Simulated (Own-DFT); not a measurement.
# Response to strain: grey tin, 32 atoms (Sn32)

These are calculations, not measurements. The program, named Own-DFT, is a retired in-house plane-wave density functional code that no person has reviewed. Each row is one single-point run on a periodic cell that was not relaxed, without spin or spin-orbit coupling.

Settings of every run: PBE; PseudoDojo norm-conserving scalar-relativistic files; cutoff 42 hartree; 3 x 3 x 5 k mesh centred on Gamma; cold (Marzari-Vanderbilt) smearing of 0.2 eV.

Known limits: forces on such cells failed a check on a denser k mesh; stress not checked against mesh or cutoff.

Unstrained cell vectors in Å: (12.978, 0.000, 0.000); (0.000, 12.978, 0.000); (0.000, 0.000, 6.489). The unstrained cell has measured lattice constants (interpolated for alloys), not those of this functional. That, the random moves and any unrelaxed bonds set the pressure at no strain. Each run strains this cell uniformly, with the atoms carried along. Every atom was also moved at random, by a Gaussian of width 0.05 Å on each axis. Strain is the symmetric tensor, in per cent. Stress is positive in tension, and the pressure is minus a third of its trace.

| run | e_xx (%) | e_yy (%) | e_zz (%) | s_xx (GPa) | s_yy (GPa) | s_zz (GPa) | P (GPa) | E (meV/atom) |
|---|---|---|---|---|---|---|---|---|
| 1 | -2.00 | -2.00 | 0.00 | -6.15 | -6.08 | -5.54 | 5.92 | 67.7 |
| 2 | 2.25 | 2.25 | 0.00 | -1.32 | -1.26 | -1.86 | 1.48 | 0.0 |
| 3 | 1.75 | 1.75 | 0.00 | -1.69 | -1.79 | -2.21 | 1.90 | 4.0 |
| 4 | -1.50 | -1.50 | 0.00 | -5.40 | -5.37 | -4.94 | 5.24 | 48.9 |
| 5 | -0.50 | -0.50 | 0.00 | -4.30 | -4.26 | -4.05 | 4.20 | 40.3 |
| 6 | -2.50 | -2.50 | 0.00 | -7.01 | -7.02 | -6.02 | 6.68 | 91.6 |
| 7 | 2.50 | 2.50 | 0.00 | -1.13 | -1.06 | -1.76 | 1.32 | 5.1 |
| 8 | 0.25 | 0.25 | 0.00 | ? | ? | ? | ? | ? |

E is the free energy for each atom above the lowest run shown.

## Worked fit

The change of volume is close to e_xx + e_yy + e_zz. A straight line through the runs shown gives P = 3.84 - 53 x (fractional change of volume) GPa, with an error of 2 on the slope and a scatter of 0.17 GPa. The strain isn't the same on all axes, but the crystal is cubic, so the slope still estimates the bulk modulus, averaged over pressures from 1.3 to 6.7 GPa.

## Withheld run

Question: what pressure should run 8 give? Its volume changes by 0.50 %.

The line gives 3.6 GPa. The calculation gave 3.36 GPa.
